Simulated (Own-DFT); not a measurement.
# Bulk modulus against bond length in tetrahedral crystals

Calculated, not measured: single-point runs of Own-DFT, a retired in-house plane-wave DFT program that no person has reviewed, on unrelaxed cells, without spin or spin-orbit coupling.

Known weak points (not all hold for every row): forces on such cells moved up to 12 meV/angstrom on a denser k mesh; forces not confirmed at this smearing and k mesh; k mesh not checked against a denser one; forces on such cells passed a denser k mesh, each cell not checked; stress not checked against mesh or cutoff.

All runs are PBE with PseudoDojo norm-conserving files; cutoff and k mesh are each material's own. Every cell starts from measured lattice constants and was given uniform random strains and small random moves of its atoms. Each triple is the change of volume in per cent, the rms move u in Å and the pressure in GPa.

- 3C SiC (C48Si48), 10.36 Å³/atom unstrained: (-2.19, 0.049, 11.05); (-2.03, 0.051, 10.62); (-1.60, 0.051, 9.44); (0.76, 0.051, 3.80); (1.39, 0.051, 2.26); (2.84, 0.049, -0.24); (3.19, 0.051, -1.19)
- wurtzite GaN (Ga36N36), 11.42 Å³/atom unstrained: (-1.93, 0.052, 11.59); (-1.56, 0.051, 10.47); (-0.63, 0.048, 8.60); (1.11, 0.052, 5.70); (1.28, 0.048, 4.64); (1.65, 0.051, 3.73); (1.70, 0.050, 3.96)
- diamond silicon (Si64), 20.02 Å³/atom unstrained: (-3.98, 0.053, 7.15); (-3.66, 0.052, 6.87); (0.48, 0.054, 2.53); (0.92, 0.050, 1.71); (1.69, 0.056, 1.09); (2.10, 0.047, 0.42); (2.39, 0.053, 0.61)
- zincblende GaAs (As32Ga32), 22.58 Å³/atom unstrained: (-1.45, 0.050, 5.26); (-0.47, 0.055, 4.81); (0.23, 0.049, 4.07); (1.00, 0.047, 3.34); (1.14, 0.049, 3.21); (2.69, 0.047, 2.20); (3.92, 0.053, 1.47)
- zincblende InP (In48P48), 25.27 Å³/atom unstrained: withheld
- grey tin (Sn64), 34.15 Å³/atom unstrained: (-3.17, 0.049, 5.73); (-1.97, 0.050, 4.74); (-1.21, 0.052, 4.50); (0.02, 0.056, 3.80); (1.49, 0.050, 2.95); (1.80, 0.050, 2.95); (2.10, 0.055, 2.75)

## Working it out

Fit a line to each set against the fractional change of volume; B is minus its slope, and u is nearly the same within a set. To take it to zero pressure, assume that B rises by 4 GPa for each GPa: B0 = B - 4 x (mean pressure). The bond length of an ideal tetrahedral crystal with the unstrained volume v is d = (√3/4)(8 v)^(1/3). Cohen's empirical rule reads B0 = (1971 - 220 L) d^(-3.5) GPa, with L = 0 for group IV crystals and SiC and 1 for III-V compounds.

```
material,L,d (Å),B (GPa),mean P (GPa),B0 (GPa),rule (GPa)
3C SiC (C48Si48),0,1.888,227 ± 6,5.1,207 ± 6,213
wurtzite GaN (Ga36N36),1,1.950,206 ± 8,7.0,178 ± 8,169
diamond silicon (Si64),0,2.352,107 ± 3,2.9,96 ± 3,99
zincblende GaAs (As32Ga32),1,2.448,74 ± 4,3.5,60 ± 4,76
zincblende InP (In48P48),1,2.541,?,?,?,67
grey tin (Sn64),0,2.810,55 ± 2,3.9,39 ± 2,53
```

A line through ln[B0/(1971 - 220 L)] against ln d has a slope of -4.3 ± 0.3 and a scatter of 9 %. Against the rule, B0 stands at 97 % for 3C SiC, 106 % for wurtzite GaN, 97 % for diamond silicon, 78 % for zincblende GaAs, 73 % for grey tin. PBE tends to make silicon and heavier crystals too soft, and the rule itself is only a guide.

## Prediction

Question: what B0 does the fitted trend give for zincblende InP (In48P48)?

The line gives 54 GPa. Its own runs give B = 76 ± 3 GPa at a mean pressure of 4.3 GPa, so B0 = 59 GPa.
